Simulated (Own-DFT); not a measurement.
# Which defects push the lattice out? zincblende GaAs

Calculated, not measured: single-point runs of Own-DFT, a retired in-house plane-wave DFT program that no person has reviewed, on unrelaxed cells, without spin or spin-orbit coupling.

All runs used: PBE; PseudoDojo norm-conserving scalar-relativistic files; cutoff 42 hartree; 3 x 3 x 3 k mesh centred on Gamma; Fermi-Dirac smearing of 0.1 eV.

Limits (not all hold for every row): not probed for a lower state with spin; forces not confirmed at this smearing and k mesh; stress not checked against mesh or cutoff.

All runs share one cell, with vectors in Å (11.737, 0.000, 0.000); (0.000, 11.737, 0.000); (0.000, 0.000, 10.833) and a volume of 1492.4 Å³, strained against the parent crystal. Atoms were moved at random from their sites; u is the rms move along one axis. The defect's site can differ from row to row.

| cell | formula | u (Å) | P (GPa) |
|---|---|---|---|
| no defect | As32Ga32 | 0.0313 | 1.27 |
| no defect | As32Ga32 | 0.0314 | 1.26 |
| no defect | As32Ga32 | 0.0513 | 1.67 |
| one As vacancy and one Ga vacancy | As31Ga31 | 0.0279 | 0.89 |
| one As vacancy and one Ga vacancy | As31Ga31 | 0.0499 | 1.24 |
| one As vacancy and one Ga vacancy | As31Ga31 | 0.0507 | 1.13 |
| one Al on a Ga site | AlAs32Ga31 | 0.0285 | ? |
| one Al on a Ga site | AlAs32Ga31 | 0.0299 | 1.22 |
| one Al on a Ga site | AlAs32Ga31 | 0.0515 | 1.57 |
| one Al on a Ga site | AlAs32Ga31 | 0.0519 | 1.54 |

## Fit

P = P0 + c u² + a shift for each defect gives P0 = 1.09 GPa, c = 199 ± 23 GPa/Å² and a scatter of 0.06 GPa. The shifts, and each times the cell's volume:

- one Al on a Ga site: -0.07 ± 0.05 GPa, -0.6 eV (not resolved)
- one As vacancy and one Ga vacancy: -0.39 ± 0.05 GPa, -3.7 eV

Against the defect-free cell, a freed cell would be larger where the shift is positive and smaller where it is negative (160.2 GPa Å³ is 1 eV). The atoms around the defects weren't relaxed, which would change these numbers.

## Withheld run

Q: what pressure belongs in the blank (one Al on a Ga site, u = 0.0285 Å)?

From the fit: 1.19 ± 0.07 GPa. The run itself gave 1.18 GPa.
